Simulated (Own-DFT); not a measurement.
# Point defects and the pressure they add: zincblende GaP

Calculated, not measured: single-point runs of Own-DFT, a retired in-house plane-wave DFT program that no person has reviewed, on unrelaxed cells, without spin or spin-orbit coupling.

Method: PBE; PseudoDojo norm-conserving scalar-relativistic files; cutoff 42 hartree; 2 x 3 x 3 k mesh centred on Gamma; Fermi-Dirac smearing of 0.1 eV.

Known weak points (not all hold for every row): not probed for a lower state with spin; forces on such cells failed a check on a denser k mesh; forces on such cells moved up to 12 meV/angstrom on a denser k mesh; forces on such cells passed a denser k mesh, each cell not checked; stress not checked against mesh or cutoff.

All runs share one cell, with vectors in Å (16.352, 0.000, 0.000); (0.000, 10.901, 0.000); (0.000, 0.000, 10.901) and a volume of 1943.1 Å³. u is the rms random offset of the atoms per axis. The defect's site can differ from row to row.

```
cell,formula,u (Å),P (GPa)
no defect,Ga48P48,0.0191,2.72
no defect,Ga48P48,0.0193,2.72
no defect,Ga48P48,0.0486,3.23
two P vacancies,Ga48P46,0.0294,?
two P vacancies,Ga48P46,0.0312,2.45
two P vacancies,Ga48P46,0.0485,2.82
two P vacancies,Ga48P46,0.0498,2.86
one Ga on a P site and one P on a Ga site,Ga48P48,0.0305,2.94
one Ga on a P site and one P on a Ga site,Ga48P48,0.0310,2.94
one Ga on a P site and one P on a Ga site,Ga48P48,0.0495,3.22
two P on a Ga site each,Ga46P50,0.0286,2.96
two P on a Ga site each,Ga46P50,0.0291,2.92
two P on a Ga site each,Ga46P50,0.0529,3.48
```

## Worked fit

P = P0 + c u² + a shift for each defect gives P0 = 2.63 GPa, c = 252 ± 14 GPa/Å² and a scatter of 0.04 GPa. The shifts, and each times the cell's volume:

- two P on a Ga site each: 0.11 ± 0.03 GPa, 1.4 eV (0.7 eV for each of its 2 sites)
- one Ga on a P site and one P on a Ga site: 0.04 ± 0.03 GPa, 0.4 eV (not resolved)
- two P vacancies: -0.41 ± 0.03 GPa, -4.9 eV (-2.5 eV for each of its 2 sites)

Positive is outwards. The product with the volume (160.2 GPa Å³ to the eV) is nearly free of the cell's size; divided by the bulk modulus at the cell's pressure it gives the volume that the defect adds. The atoms around the defects weren't relaxed, which would change these numbers.

## Check

The question: what pressure belongs in the blank (two P vacancies, u = 0.0294 Å)?

The fit gives 2.44 ± 0.05 GPa. The run itself gave 2.48 GPa.
